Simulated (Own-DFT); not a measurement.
# Oxygen vacancies on unlike sites: monoclinic HfO2, Hf32O62

Calculated, not measured. Each geometry was run twice at fixed positions with Own-DFT, a retired in-house plane-wave program that no person has reviewed: with PBE, and with HSE06 (exact exchange share 0.25 at short range, screening 0.11 per bohr, Gygi-Baldereschi treatment of its divergence). Both used PseudoDojo norm-conserving files made for PBE, a cutoff of 48 hartree, the Gamma point alone, fixed occupations, a neutral cell and no spin. With Gamma alone and a thickness of 10.1 Å, finite-size errors remain in every number. The hafnium file keeps the 4f electrons in the core, and its forces lie about 75 meV/Å off all-electron values. The oxygen file's force components were 24 meV/Å off all-electron values in a glass.

Cell vectors in Å: (10.234, 0.000, 0.000); (0.000, 10.350, 0.000); (-1.696, 0.000, 10.445). Atoms were moved at random from their ideal sites, and each line below averages several runs of one case and one width of the moves; u² is the mean square move along one axis. E is the PBE energy of the cell and D the HSE06 energy less the PBE one, each over its lowest single run, with the standard error of the mean. Within a case the pair of sites differs from run to run.

- A: two O taken from sites with four and four neighbours, under 3.2 Å apart
- B: two O taken from sites with three and four neighbours, under 3.2 Å apart
- C: two O taken from sites with three and three neighbours, under 3.2 Å apart

```
case  runs   u² (Å²)  E (eV)  error of E  D (eV)  error of D
   A    10  0.000881   0.313       0.081   0.118       0.014
   A    10  0.002474   4.013       0.172   0.270       0.020
   A    10  0.006681  14.090       0.547   0.895       0.043
   B    10  0.000934   0.622       0.083   0.079       0.013
   B    10  0.002502   4.291       0.266   0.271       0.013
   B    10  0.006556  13.983       0.692   0.795       0.044
   C    10  0.000885   0.715       0.077   0.045       0.009
   C    10  0.002506   4.591       0.172   0.285       0.017
   C    10  0.006303  13.787       0.542   0.700       0.029
```

The question: how do the cases differ under PBE, and what does HSE06 change?

## Worked answer

Fit E and D each to a + b u², with one a for each case and lines weighted by their errors. Against A, in eV:

| case | PBE | change by HSE06 | HSE06 |
|---|---|---|---|
| B | 0.19 ± 0.11 | -0.036 ± 0.014 | 0.16 ± 0.11 |
| C | 0.41 ± 0.10 | -0.057 ± 0.013 | 0.36 ± 0.10 |

Under PBE, C lies above A by more than three errors. D is known much better than E, because both runs of a geometry share the same random moves. HSE06 moves C down against A. The slope b is 2376 ± 48 eV/Å² for E and 126 ± 4 for D, so at this fixed cell HSE06 makes random moves about 5 % costlier. The vacancies are unrelaxed, and relaxation differs between sites.
